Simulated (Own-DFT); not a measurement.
# One host, several defects: D0_22 TiAl3

Calculated, not measured: single-point runs of Own-DFT, a retired in-house plane-wave DFT program that no person has reviewed, on unrelaxed cells, without spin or spin-orbit coupling.

Settings: PBE; PseudoDojo norm-conserving scalar-relativistic files; cutoff 42 hartree; 4 x 4 x 4 k mesh centred on Gamma; cold (Marzari-Vanderbilt) smearing of 0.2 eV.

Keep in mind: forces on such cells failed a check on a denser k mesh; stress not checked against mesh or cutoff.

All runs share one cell, with vectors in Å (-2.365, -6.981, 4.326); (-7.667, 3.491, 1.442); (-2.950, -3.488, -7.241) and a volume of 625.4 Å³. u is the rms random offset of the atoms per axis. The defect's site can differ from row to row.

| cell | formula | u (Å) | P (GPa) |
|---|---|---|---|
| no defect | Al30Ti10 | 0.0195 | 1.97 |
| no defect | Al30Ti10 | 0.0203 | 1.98 |
| no defect | Al30Ti10 | 0.0480 | 2.59 |
| two Al vacancies | Al28Ti10 | 0.0265 | 1.00 |
| two Al vacancies | Al28Ti10 | 0.0267 | 1.28 |
| two Al vacancies | Al28Ti10 | 0.0552 | 1.79 |
| two Al on a Ti site each | Al32Ti8 | 0.0296 | 2.94 |
| two Al on a Ti site each | Al32Ti8 | 0.0313 | 2.94 |
| two Al on a Ti site each | Al32Ti8 | 0.0529 | 3.37 |
| two Ti on an Al site each | Al28Ti12 | 0.0314 | 3.15 |
| two Ti on an Al site each | Al28Ti12 | 0.0315 | 3.41 |
| two Ti on an Al site each | Al28Ti12 | 0.0504 | 3.87 |
| two Ti on an Al site each | Al28Ti12 | 0.0533 | ? |
| one Ti vacancy | Al30Ti9 | 0.0324 | 1.88 |
| one Ti vacancy | Al30Ti9 | 0.0503 | 2.32 |
| one Ti vacancy | Al30Ti9 | 0.0511 | 2.40 |

## What the rows give

P = P0 + c u² + a shift for each defect gives P0 = 1.87 GPa, c = 298 ± 31 GPa/Å² and a scatter of 0.10 GPa. The shifts, and each times the cell's volume:

- two Ti on an Al site each: 1.15 ± 0.09 GPa, 4.5 eV (2.3 eV for each of its 2 sites)
- two Al on a Ti site each: 0.75 ± 0.09 GPa, 2.9 eV (1.5 eV for each of its 2 sites)
- one Ti vacancy: -0.29 ± 0.09 GPa, -1.1 eV
- two Al vacancies: -0.96 ± 0.09 GPa, -3.7 eV (-1.9 eV for each of its 2 sites)

Positive is outwards. The product with the volume (160.2 GPa Å³ to the eV) is nearly free of the cell's size; divided by the bulk modulus at the cell's pressure it gives the volume that the defect adds. The atoms around the defects weren't relaxed, which would change these numbers.

## Check

Q: what pressure belongs in the blank (two Ti on an Al site each, u = 0.0533 Å)?

The fit gives 3.87 ± 0.13 GPa. Computed: 3.88 GPa.
